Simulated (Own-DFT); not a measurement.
Si3N4 (beta silicon nitride, strained, atoms displaced) (calculated)

All values are calculated (Own-DFT development build). A calculation, not a measurement: plane-wave PBE density functional theory by an unreviewed code, no spin, of a simulated periodic cell, stress positive in tension, free energy of the whole cell less one offset for each atom, forces on such cells moved up to 12 meV/angstrom on a denser k mesh; offsets are fitted by least squares, one for each functional and potential file, so energies compare only between cells with the same atoms and settings and are not formation energies; the far tail of each file's local potential was reset to the Coulomb form; each entry is a single point on an unrelaxed cell, so the pressure reflects the starting lattice, mostly measured values (interpolated for alloys), from which strain is counted, and rises with the displacements; printed positions are rounded, which can move forces by about a meV/angstrom; the program, named Own-DFT, is a retired in-house code; no spin-orbit coupling; before rounding, a Quantum ESPRESSO 7.3.1 run of the same cell and cutoff gave forces within 1 meV/angstrom rms on each cell, which checks the program and not the settings.

Common to all runs: functional PBE; potential files PseudoDojo norm-conserving, scalar-relativistic, standard set; wave cutoff 42 hartree; occupations Fermi-Dirac; smearing width 0.1 eV; k mesh 2 x 2 x 4 centred on Gamma.

(1) Si3N4 (beta silicon nitride, strained, atoms displaced)

```
CELL_PARAMETERS angstrom
15.14500 -0.30070 -0.11720
-7.83290 13.40270 -0.16840
-0.04480 -0.10030 5.74450
ATOMIC_POSITIONS crystal
Si 0.08415 0.38603 0.11670
Si 0.11781 0.20201 0.12485
Si 0.30131 0.41252 0.13597
Si 0.41030 0.11192 0.37652
Si 0.38380 0.29670 0.37616
Si 0.20708 0.08963 0.38309
N 0.16440 0.01105 0.12123
N 0.48393 0.14786 0.12144
N 0.34538 0.32446 0.11698
N 0.33364 0.48200 0.37604
N 0.01411 0.34747 0.37343
N 0.15202 0.16357 0.36608
N 0.16715 0.33629 0.13443
N 0.33132 0.16484 0.37709
Si 0.09102 0.38100 0.62683
Si 0.10468 0.19933 0.64008
Si 0.29727 0.41195 0.63663
Si 0.41179 0.11743 0.87028
Si 0.39269 0.29702 0.86450
Si 0.19986 0.08122 0.85779
N 0.16327 0.01576 0.60677
N 0.48272 0.15597 0.61943
N 0.35008 0.33550 0.62293
N 0.33048 0.48807 0.86967
N 0.01532 0.35188 0.86517
N 0.15089 0.16197 0.88153
N 0.16023 0.32664 0.62759
N 0.33252 0.16544 0.86781
Si 0.08808 0.88203 0.12698
Si 0.11691 0.69826 0.12523
Si 0.29296 0.91279 0.12078
Si 0.41630 0.61617 0.36227
Si 0.39207 0.79932 0.36403
Si 0.20084 0.58952 0.37337
N 0.16572 0.51707 0.13902
N 0.48338 0.64851 0.11198
N 0.35502 0.83195 0.14766
N 0.33523 0.99131 0.37426
N 0.02072 0.85718 0.37105
N 0.15145 0.67354 0.40250
N 0.16278 0.82837 0.11853
N 0.33380 0.66434 0.37340
Si 0.08722 0.88298 0.63075
Si 0.10678 0.69677 0.64978
Si 0.29530 0.91537 0.61073
Si 0.41148 0.61327 0.87827
Si 0.38058 0.79676 0.85003
Si 0.20340 0.58375 0.87859
N 0.16844 0.52161 0.63264
N 0.48246 0.65329 0.60429
N 0.35437 0.82959 0.63238
N 0.33500 0.98487 0.86119
N 0.01882 0.84803 0.86615
N 0.15311 0.66777 0.88580
N 0.16073 0.82871 0.63172
N 0.33527 0.67131 0.87067
Si 0.58831 0.38929 0.12161
Si 0.61007 0.19512 0.11670
Si 0.79664 0.41400 0.12573
Si 0.91314 0.11473 0.37501
Si 0.88212 0.29290 0.37749
Si 0.70606 0.08954 0.37816
N 0.66759 0.01695 0.11480
N 0.98213 0.14841 0.11823
N 0.85118 0.33324 0.12789
N 0.83225 0.47937 0.37543
N 0.52252 0.35072 0.38104
N 0.64779 0.16008 0.36981
N 0.66381 0.33738 0.12524
N 0.82804 0.16799 0.37248
Si 0.58709 0.39207 0.61322
Si 0.61584 0.20271 0.61355
Si 0.79962 0.41035 0.62631
Si 0.91093 0.11758 0.87661
Si 0.88478 0.29808 0.86902
Si 0.70475 0.09101 0.86424
N 0.65933 0.01259 0.60284
N 0.98660 0.14941 0.62747
N 0.84750 0.33858 0.63394
N 0.83335 0.48311 0.87094
N 0.51147 0.34660 0.87167
N 0.65305 0.16575 0.87034
N 0.67010 0.33351 0.62441
N 0.83051 0.16315 0.87529
Si 0.58522 0.88259 0.13136
Si 0.61607 0.70939 0.13746
Si 0.79614 0.91170 0.13266
Si 0.91511 0.62106 0.37355
Si 0.89197 0.80530 0.37707
Si 0.69542 0.58554 0.37499
N 0.66088 0.51168 0.11641
N 0.98591 0.65285 0.12109
N 0.84942 0.83312 0.11823
N 0.83936 0.98887 0.37110
N 0.52193 0.85683 0.37778
N 0.65159 0.66239 0.37365
N 0.66852 0.83384 0.11174
N 0.84130 0.66544 0.37865
Si 0.58738 0.88640 0.61579
Si 0.61257 0.70071 0.60560
Si 0.79387 0.90762 0.62214
Si 0.91824 0.61878 0.87799
Si 0.87850 0.79460 0.87694
Si 0.70127 0.58329 0.88373
N 0.66891 0.51386 0.61640
N 0.98072 0.64567 0.61958
N 0.84606 0.82836 0.60984
N 0.82919 0.98056 0.87261
N 0.51676 0.85030 0.87351
N 0.65184 0.66930 0.88713
N 0.66684 0.83283 0.63026
N 0.82670 0.66006 0.87072
```

| Quantity | Value |
| --- | --- |
| free energy of cell above offsets | -3.893 eV |
| pressure | 12.61 GPa |
| stress xx | -12.74 GPa |
| stress yy | -6.89 GPa |
| stress zz | -18.2 GPa |
| stress yz | -5.93 GPa |
| stress xz | -4.18 GPa |
| stress xy | -8.81 GPa |

Force:
```tsv
element	x (eV/Å)	y (eV/Å)	z (eV/Å)
Si	1.942	-0.5	2.53
Si	-0.154	1.059	0.706
Si	-0.438	-2.118	-2.71
Si	-0.695	4.389	-1.651
Si	0.764	-0.876	-0.885
Si	-2.942	-0.864	-3.787
N	0.357	1.096	-0.682
N	-1.735	-0.892	0.886
N	-0.532	2.102	0.165
N	0.726	1.719	1.948
N	0.475	0.231	-0.034
N	-1.5	0.366	2.542
N	-0.195	-1.033	-0.817
N	2.946	2.317	-0.232
Si	-2.017	2.353	-1.374
Si	9.31	1.514	-1.469
Si	-0.206	-1.466	-2.808
Si	-0.259	-0.341	-0.565
Si	-7.073	-3.206	0.653
Si	-0.297	1.545	3.777
N	0.134	-2.622	1.685
N	1.642	-0.108	1.456
N	0.206	0.345	0.547
N	0.726	-1.338	2.622
N	0.171	-0.327	-0.24
N	-1.104	0.095	-1.734
N	2.357	1.29	0.389
N	0.095	0.085	0.006
Si	0.624	0.786	-1.077
Si	-0.922	1.95	3.739
Si	2.14	-0.638	-0.636
Si	-4.198	-1.768	-0.673
Si	0.085	-3.615	4.729
Si	-0.019	2.376	3.631
N	-0.678	-1.665	-3.317
N	1.898	0.985	3.052
N	-4.937	3.276	-6.866
N	-0.139	-4.768	-0.609
N	-0.661	-0.921	0.429
N	1.65	-2.178	-2.89
N	0.865	0.251	0.504
N	0.697	1.216	-0.587
Si	1.241	0.943	-1.748
Si	2.009	2.555	-1.853
Si	0.936	-2.952	0.751
Si	-2.713	2.352	-4.533
Si	5.067	-2.293	10.26
Si	-0.105	3.061	2.196
N	-0.304	-4.3	-2.859
N	1.852	0.139	3.868
N	-6.283	5.04	-9.158
N	0.13	0.163	1.94
N	-3.431	-1.412	1.613
N	1.493	-1.83	-0.634
N	1.35	0.951	-0.381
N	0.96	-2.171	0.503
Si	1.28	-3.825	0.476
Si	1.664	3.529	0.772
Si	0.458	-1.6	-1.427
Si	-1.375	1.649	-1.158
Si	-1.44	2.516	-0.065
Si	-3.345	-2.673	-2.579
N	-0.125	-0.682	0.375
N	1.072	0.916	2.191
N	-0.631	0.449	-0.633
N	0.711	3.506	0.962
N	-5.012	-1.991	-5.114
N	-0.774	0.478	-0.263
N	1.094	-2.593	-0.459
N	5.268	0.266	0.694
Si	4.867	-3.006	5.11
Si	-0.233	1.591	1.057
Si	-2.757	1.907	-1.12
Si	-0.601	-2.612	-1.135
Si	-1.59	-0.737	1.283
Si	-1.841	-3.55	0.852
N	0.732	1.684	2.543
N	-6.723	-2.75	0.39
N	4.427	-3.173	-1.429
N	0.662	2.178	1.756
N	5.467	3.403	-1.018
N	-1.094	0.067	-0.889
N	-2.499	-0.776	-0.027
N	1.919	3.183	-0.735
Si	1.518	2.643	-2.985
Si	1.992	-1.705	-2.841
Si	1.451	1.004	-2.773
Si	0.954	-4.432	-1.742
Si	0.592	-3.606	-2.441
Si	4.938	-0.082	-0.301
N	-0.502	2.344	1.607
N	1.369	0.374	2.116
N	-0.952	1.204	2.143
N	-0.089	-2.163	1.85
N	-1.55	-2.168	-2.638
N	-2.316	1.417	-0.692
N	-2.069	-0.209	1.617
N	-6.311	2.529	-0.449
Si	2.326	-0.295	5.098
Si	0.704	1.07	4.838
Si	1.408	1.681	-0.133
Si	-4.105	-2.732	-2.005
Si	2.07	-1.825	-2.278
Si	-2.178	1.474	-1.925
N	-1.205	2.298	0.98
N	0.562	0.372	2.824
N	-1.475	1.51	2.656
N	0.855	1.512	0.519
N	-0.395	-0.349	-0.974
N	0.168	-1.105	-1.852
N	-1.504	-1.541	-1.393
N	2.848	3.083	0.453
```

(2) Si3N4 (beta silicon nitride, strained, atoms displaced)

```
CELL_PARAMETERS angstrom
15.29800 0.09580 -0.16960
-7.56600 13.34550 0.15900
-0.06490 0.03280 5.91200
ATOMIC_POSITIONS crystal
Si 0.08561 0.38770 0.13100
Si 0.11576 0.19973 0.13308
Si 0.29777 0.41636 0.11896
Si 0.41061 0.11743 0.37826
Si 0.38588 0.29748 0.38375
Si 0.19749 0.09026 0.36789
N 0.16328 0.01673 0.12027
N 0.47992 0.15084 0.12487
N 0.34586 0.33304 0.13185
N 0.33235 0.48621 0.39132
N 0.01153 0.34224 0.36257
N 0.14989 0.16477 0.37436
N 0.16279 0.33202 0.11798
N 0.33239 0.16570 0.38483
Si 0.08135 0.38380 0.62784
Si 0.11126 0.20332 0.62413
Si 0.29455 0.40917 0.61086
Si 0.41405 0.11277 0.86855
Si 0.39105 0.29847 0.87454
Si 0.20568 0.08970 0.86279
N 0.16907 0.01637 0.61842
N 0.48500 0.14858 0.61579
N 0.35818 0.33698 0.62584
N 0.33685 0.48035 0.86505
N 0.01231 0.34727 0.88875
N 0.15179 0.16700 0.86588
N 0.16377 0.33214 0.62707
N 0.32521 0.16535 0.86261
Si 0.08207 0.88399 0.12799
Si 0.11372 0.69825 0.13572
Si 0.29934 0.90995 0.12271
Si 0.41456 0.61486 0.38218
Si 0.39112 0.79443 0.37387
Si 0.20524 0.59374 0.37263
N 0.16055 0.51466 0.12163
N 0.48226 0.65042 0.12670
N 0.34763 0.83350 0.12695
N 0.33695 0.98616 0.37760
N 0.01761 0.84790 0.36476
N 0.15245 0.67322 0.36737
N 0.16050 0.83067 0.10720
N 0.32846 0.66470 0.37575
Si 0.08826 0.89696 0.63468
Si 0.11559 0.70370 0.62267
Si 0.30021 0.91713 0.61378
Si 0.41657 0.61767 0.87731
Si 0.38519 0.79874 0.88794
Si 0.19969 0.58568 0.86943
N 0.16163 0.51198 0.62160
N 0.48780 0.64942 0.62154
N 0.34395 0.82768 0.61533
N 0.33366 0.99233 0.87975
N 0.01514 0.84385 0.88985
N 0.15740 0.66370 0.86752
N 0.16766 0.82978 0.63574
N 0.33530 0.66486 0.88871
Si 0.58368 0.38312 0.13328
Si 0.61773 0.20494 0.12456
Si 0.80035 0.41733 0.11855
Si 0.91132 0.11651 0.37771
Si 0.88667 0.30120 0.37561
Si 0.70462 0.08870 0.38229
N 0.65381 0.01214 0.11310
N 0.98832 0.15016 0.12408
N 0.84770 0.33139 0.12838
N 0.83481 0.48225 0.36605
N 0.51617 0.35304 0.38028
N 0.64646 0.16086 0.36540
N 0.66484 0.33356 0.11820
N 0.83087 0.16545 0.36673
Si 0.58356 0.38401 0.63870
Si 0.61105 0.20198 0.62793
Si 0.79259 0.40820 0.62132
Si 0.90727 0.11033 0.86653
Si 0.88499 0.29778 0.88854
Si 0.69676 0.09150 0.86834
N 0.67178 0.02068 0.61614
N 0.98092 0.15405 0.62503
N 0.84823 0.33261 0.63065
N 0.83740 0.48663 0.87190
N 0.50645 0.34661 0.87640
N 0.64982 0.16842 0.86159
N 0.67031 0.33007 0.62764
N 0.83367 0.16642 0.87764
Si 0.58615 0.88487 0.13238
Si 0.61516 0.70857 0.13421
Si 0.80013 0.91685 0.13947
Si 0.90613 0.61181 0.37833
Si 0.88704 0.79895 0.38661
Si 0.70532 0.58954 0.37847
N 0.66576 0.51188 0.12873
N 0.97854 0.64999 0.12086
N 0.84708 0.83049 0.11834
N 0.83281 0.98029 0.36326
N 0.51032 0.84345 0.37237
N 0.64841 0.66325 0.37708
N 0.66771 0.83443 0.11290
N 0.83543 0.67120 0.36559
Si 0.58586 0.88504 0.62392
Si 0.61775 0.70340 0.64628
Si 0.79779 0.91026 0.62356
Si 0.91475 0.61836 0.87326
Si 0.88179 0.79501 0.88940
Si 0.70550 0.59526 0.86232
N 0.66633 0.51461 0.59993
N 0.98194 0.64959 0.62492
N 0.85421 0.83474 0.63807
N 0.83151 0.98575 0.86615
N 0.51041 0.84790 0.88133
N 0.64501 0.66252 0.87753
N 0.66541 0.83277 0.62617
N 0.83360 0.66089 0.87096
```

| Item | Value |
| --- | --- |
| free energy of cell above offsets | -9.667 eV |
| pressure | -1.34 GPa |
| stress xx | -1.85 GPa |
| stress yy | 2.34 GPa |
| stress zz | 3.54 GPa |
| stress yz | 2.34 GPa |
| stress xz | -3.95 GPa |
| stress xy | 1.3 GPa |

Force:
```tsv
element	x (eV/Å)	y (eV/Å)	z (eV/Å)
Si	1.841	-1.023	-0.918
Si	-0.707	2.152	-3.38
Si	-0.686	-1.667	0.655
Si	0.155	-1.069	-1.894
Si	-0.658	-0.556	-1.298
Si	4.099	-1.708	-0.51
N	-0.382	-0.065	0.099
N	1.757	0.752	-0.333
N	1.45	-0.138	-0.482
N	0.393	0.682	-3.838
N	0.062	1.162	2.611
N	-2.118	1.181	1.969
N	1.04	0.778	0.685
N	-1.382	0.505	-0.474
Si	1.111	-0.57	0.067
Si	0.801	0.408	0.431
Si	0.455	-1.051	3.236
Si	-2.005	2.453	0.778
Si	-8.202	-3.597	1.163
Si	-2.014	-1.207	1.537
N	-0.779	1.832	0.004
N	-0.636	-0.042	1.578
N	-1.942	0.676	-0.294
N	-0.128	1.877	0.297
N	0.157	0.834	-1.903
N	-0.962	-0.332	0.903
N	-0.21	0.137	-0.54
N	4.957	2.357	0.406
Si	3.611	1.448	-0.499
Si	-2.86	2.462	-5.427
Si	-3.868	1.197	0.171
Si	-1.46	-0.51	-0.715
Si	-6.365	-1.223	1.053
Si	-1.271	-2.9	-0.086
N	0.117	1.236	1.08
N	1.514	0.513	1.024
N	2.119	-0.751	0.287
N	0.144	0.31	-1.927
N	-2.236	0.438	3.984
N	2.034	-2.206	3.586
N	2.166	0.504	1.13
N	3.105	1.035	0.145
Si	2.022	-5.627	-0.486
Si	-0.086	0.337	0.792
Si	-0.788	-2.75	2.475
Si	-1.213	-2.045	-1.289
Si	-1.789	-2.183	-2.591
Si	3.403	-1.461	0.27
N	-0.373	1.223	-0.458
N	-0.26	0.314	1.475
N	1.326	0.922	1.048
N	0.821	-4.146	-1.112
N	-2.495	0.441	-3.121
N	-4.578	2.203	0.896
N	-1.428	3.044	-0.616
N	-1.032	0.208	-0.575
Si	0.894	0.799	-0.305
Si	-1.637	-0.182	-0.579
Si	-0.949	-1.564	-0.431
Si	0.52	0.328	-2.039
Si	-0.8	-2.014	1.038
Si	-0.793	0.455	-3.711
N	0.7	1.627	1.343
N	-2.138	-1.821	0.203
N	-1.223	1.064	-0.276
N	-0.177	0.218	1.493
N	0.043	-0.663	0.422
N	-0.538	0.701	1.751
N	0.678	0.168	0.11
N	0.431	0.669	0.318
Si	1.615	0.422	-1.85
Si	1.208	0.502	-3.134
Si	1.717	2.09	0.515
Si	0.732	2.397	1.732
Si	-0.074	-1.227	-1.336
Si	3.672	-1.556	0.74
N	-1.041	-3.106	2.294
N	0.737	-0.77	-0.321
N	0.868	0.035	-0.707
N	-0.021	-0.766	-1.084
N	7.47	3.56	0.702
N	-0.918	0.108	2.515
N	-3.99	0.204	0.119
N	-1.836	-0.266	0.037
Si	0.074	-0.086	-1.775
Si	0.683	-1.963	0.182
Si	-0.28	-3.36	-6.254
Si	1.647	0.811	-1.002
Si	0.639	-0.274	-1.49
Si	-0.211	0.065	-3.561
N	-0.464	1.851	-1.324
N	2.109	0.074	1.826
N	-1.269	1.312	2.89
N	0.317	2.975	4.77
N	4.358	2.447	0.634
N	-0.714	1.254	1.003
N	-0.357	1.084	0.911
N	-0.853	-1.071	0.735
Si	-0.024	0.318	1.179
Si	-1.636	0.483	-5.058
Si	-1.019	0.294	0.626
Si	1.059	-1.836	-0.556
Si	2.801	-1.156	-1.07
Si	1.353	-4.121	1.411
N	-0.319	-0.731	4.972
N	0.95	0.011	-0.601
N	-0.881	0.467	-1.492
N	0.572	-1.939	0.758
N	2.341	1.366	-0.928
N	0.754	0.273	2.757
N	0.557	0.422	-0.095
N	-3.086	2.825	-0.076
```

(3) Si3N4 (beta silicon nitride, strained, atoms displaced)

```
CELL_PARAMETERS angstrom
15.02200 0.11930 -0.10370
-7.40770 12.90440 0.10370
-0.03970 0.02290 5.76990
ATOMIC_POSITIONS crystal
Si 0.09000 0.38739 0.13831
Si 0.11988 0.20066 0.13278
Si 0.30898 0.41750 0.11987
Si 0.41184 0.11072 0.36429
Si 0.37770 0.28799 0.37240
Si 0.19792 0.08727 0.37477
N 0.17143 0.02047 0.13906
N 0.48730 0.15176 0.11965
N 0.35268 0.33260 0.12672
N 0.32793 0.48483 0.37046
N 0.01106 0.34432 0.36660
N 0.15254 0.17555 0.38992
N 0.17479 0.33695 0.13489
N 0.32994 0.16702 0.37910
Si 0.08240 0.38539 0.63708
Si 0.11753 0.19954 0.61788
Si 0.29937 0.41609 0.62675
Si 0.41230 0.11479 0.86311
Si 0.39053 0.29708 0.88164
Si 0.20368 0.08828 0.87975
N 0.16546 0.01644 0.61872
N 0.48559 0.15417 0.62200
N 0.34892 0.33741 0.62725
N 0.33262 0.48228 0.88214
N 0.01714 0.35355 0.88607
N 0.15380 0.16748 0.88512
N 0.16102 0.33034 0.63503
N 0.33940 0.17313 0.86080
Si 0.08340 0.88256 0.13749
Si 0.11813 0.70493 0.11292
Si 0.29236 0.91340 0.12829
Si 0.40959 0.60942 0.37487
Si 0.37622 0.79368 0.36803
Si 0.20023 0.58479 0.36935
N 0.16831 0.51583 0.13760
N 0.48283 0.64799 0.12693
N 0.34855 0.82970 0.12269
N 0.33447 0.97618 0.37262
N 0.00967 0.85663 0.37550
N 0.14466 0.66265 0.37461
N 0.17456 0.84401 0.11724
N 0.33400 0.66522 0.38558
Si 0.08483 0.88593 0.60412
Si 0.11613 0.70203 0.60936
Si 0.30108 0.92043 0.62621
Si 0.41188 0.60985 0.87667
Si 0.38170 0.79854 0.87519
Si 0.20304 0.58538 0.87952
N 0.16708 0.51842 0.63203
N 0.49049 0.65501 0.62281
N 0.35242 0.83086 0.62006
N 0.33282 0.98808 0.87370
N 0.01356 0.84699 0.88419
N 0.14814 0.66507 0.87520
N 0.16722 0.83271 0.61753
N 0.33899 0.66667 0.87468
Si 0.58785 0.38692 0.12214
Si 0.61523 0.19514 0.13253
Si 0.80145 0.41107 0.10920
Si 0.91729 0.11845 0.38246
Si 0.88100 0.29279 0.37607
Si 0.70248 0.09670 0.35842
N 0.66838 0.01856 0.13570
N 0.98754 0.15889 0.12212
N 0.84933 0.33449 0.12551
N 0.83053 0.47744 0.38079
N 0.51742 0.35354 0.38098
N 0.64730 0.16452 0.37562
N 0.66729 0.33376 0.12818
N 0.83715 0.16908 0.38033
Si 0.59624 0.38845 0.63215
Si 0.61069 0.20321 0.63312
Si 0.78880 0.40752 0.63964
Si 0.92240 0.12298 0.87190
Si 0.88504 0.29729 0.87035
Si 0.70479 0.08606 0.86505
N 0.66286 0.01802 0.61935
N 0.98632 0.15084 0.63191
N 0.84802 0.33659 0.61910
N 0.82237 0.47543 0.88817
N 0.51611 0.35307 0.88979
N 0.65719 0.16859 0.84826
N 0.66563 0.33162 0.62769
N 0.83176 0.16839 0.87542
Si 0.58449 0.87901 0.12369
Si 0.62109 0.70370 0.12335
Si 0.78867 0.90801 0.12370
Si 0.91123 0.61431 0.36351
Si 0.88606 0.79036 0.36393
Si 0.69990 0.58560 0.36478
N 0.65854 0.51311 0.13139
N 0.98959 0.65699 0.12768
N 0.84501 0.83019 0.12873
N 0.83302 0.98388 0.37324
N 0.51762 0.85088 0.38578
N 0.64334 0.66487 0.36962
N 0.66656 0.82868 0.12737
N 0.83208 0.66241 0.37990
Si 0.58392 0.88204 0.63311
Si 0.61313 0.70450 0.62884
Si 0.79690 0.90992 0.62053
Si 0.91397 0.61851 0.86734
Si 0.88582 0.79151 0.88096
Si 0.70084 0.59067 0.87733
N 0.66445 0.51989 0.61994
N 0.97966 0.65105 0.63431
N 0.84604 0.82923 0.62893
N 0.83208 0.98618 0.87787
N 0.52326 0.85545 0.87505
N 0.65464 0.66863 0.86919
N 0.66565 0.83136 0.62556
N 0.83053 0.66840 0.88109
```

| Property | Result |
| --- | --- |
| free energy of cell above offsets | -4.021 eV |
| pressure | 18.62 GPa |
| stress xx | -16.16 GPa |
| stress yy | -19.98 GPa |
| stress zz | -19.72 GPa |
| stress yz | 0.74 GPa |
| stress xz | -2.25 GPa |
| stress xy | 2.89 GPa |

Force:
```tsv
element	x (eV/Å)	y (eV/Å)	z (eV/Å)
Si	1.768	-2.559	-0.869
Si	-3.484	3.91	-1.65
Si	-2.739	-3.504	2.915
Si	-0.548	1.8	0.516
Si	1.635	6.618	2.483
Si	1.015	2.702	1.632
N	-0.707	-2.853	-2.468
N	-1.328	-1.759	-0.311
N	-0.22	0.186	-0.712
N	0.907	-0.836	0.856
N	0.422	1.409	2.742
N	5.02	-4.179	-4.576
N	-0.58	-0.467	-0.358
N	1.599	-5.52	-0.44
Si	1.726	-0.755	-2.002
Si	-4.122	3.906	7.082
Si	-2.59	-2.46	-0.454
Si	0.622	2.411	1.447
Si	-2.655	2.803	-1.57
Si	1.629	0.599	-0.735
N	-0.259	-0.429	1.801
N	-1.636	-1.92	-1.197
N	2.003	-1.382	-0.143
N	0.302	1.625	-3.047
N	-1.184	-0.113	-0.002
N	0.143	-1.033	-1.286
N	1.099	1.528	-0.143
N	-0.984	-4.463	0.531
Si	0.963	1.469	-2.634
Si	-0.438	1.262	1.457
Si	5.091	1.122	-1.999
Si	1.193	3.554	0.205
Si	5.217	-0.371	1.98
Si	1.725	1.989	3.361
N	-0.547	-0.171	-2.722
N	1.392	0.06	-0.413
N	-3.5	2.349	-1.306
N	0.25	4.449	-0.18
N	2.786	0.682	-1.067
N	1.216	-0.35	-2.376
N	-4.903	-5.434	0.268
N	-1.839	-0.637	-0.625
Si	1.513	-0.689	5.228
Si	-2.002	0.186	3.361
Si	0.22	-4.775	0.93
Si	1.291	2.792	-0.571
Si	4.038	-1.548	-0.606
Si	1.386	1.63	0.293
N	-0.592	-1.376	-0.983
N	-4.006	-3.26	0.776
N	-3.751	2.621	0.873
N	0.281	-1.044	0.536
N	1.75	1.372	-1.371
N	0.977	-0.427	-1.386
N	-0.758	1.346	-0.29
N	-2.872	-0.159	0.263
Si	1.253	-2.367	3.539
Si	-0.943	4.179	-4.622
Si	-3.221	-3.094	8.497
Si	-1.304	-1.591	-1.919
Si	-0.405	2.8	-0.231
Si	4.707	-3.754	3.728
N	-0.45	-1.706	-3.187
N	2.086	-0.327	1.901
N	2.195	-1.527	-0.947
N	0.26	2.521	-1.096
N	-0.778	-1.033	0.256
N	-1.937	1.481	2.322
N	0.487	-1.383	-0.341
N	-1.242	-2.203	-0.132
Si	-4.706	-0.303	-0.868
Si	1.833	0.143	-2.577
Si	2.267	1.716	-2.685
Si	-4.237	-2.926	1.974
Si	-0.755	0.429	0.818
Si	0.418	-0.998	0.659
N	0.276	-0.883	-0.917
N	2.094	0.314	-1.95
N	1.513	-0.705	0.92
N	0.476	7.474	-5.923
N	1.228	0.455	-3.519
N	-1.008	-0.307	5.158
N	-0.615	-0.804	0.166
N	2.715	-0.119	-0.124
Si	0.835	2.17	3.255
Si	-2.682	-1.651	-1.4
Si	2.754	3.097	-0.062
Si	0.638	-2.988	2.092
Si	-6.169	0.604	2.35
Si	-0.863	1.521	1.861
N	0.607	2.545	-2.484
N	-1.056	-0.678	-1.118
N	1.023	-0.378	-0.952
N	0.597	0.736	-0.295
N	-2.678	-1.325	-2.797
N	3.006	-1.555	2.4
N	-2.682	1.078	-0.246
N	-0.498	-0.154	-0.67
Si	2.597	2.724	-2.639
Si	2.774	0.099	-1.674
Si	-0.863	1.005	1.295
Si	-2.259	-2.161	3.277
Si	-3.876	4.093	-0.613
Si	1.771	-2.409	-0.469
N	0.594	-0.532	1.74
N	3.068	1.148	-4.002
N	2.21	-0.675	-0.992
N	0.639	0.132	-0.742
N	-4.742	-2.156	1.514
N	-2.08	0.729	1.092
N	-0.024	1.843	0.178
N	2.219	-4.254	0.155
```
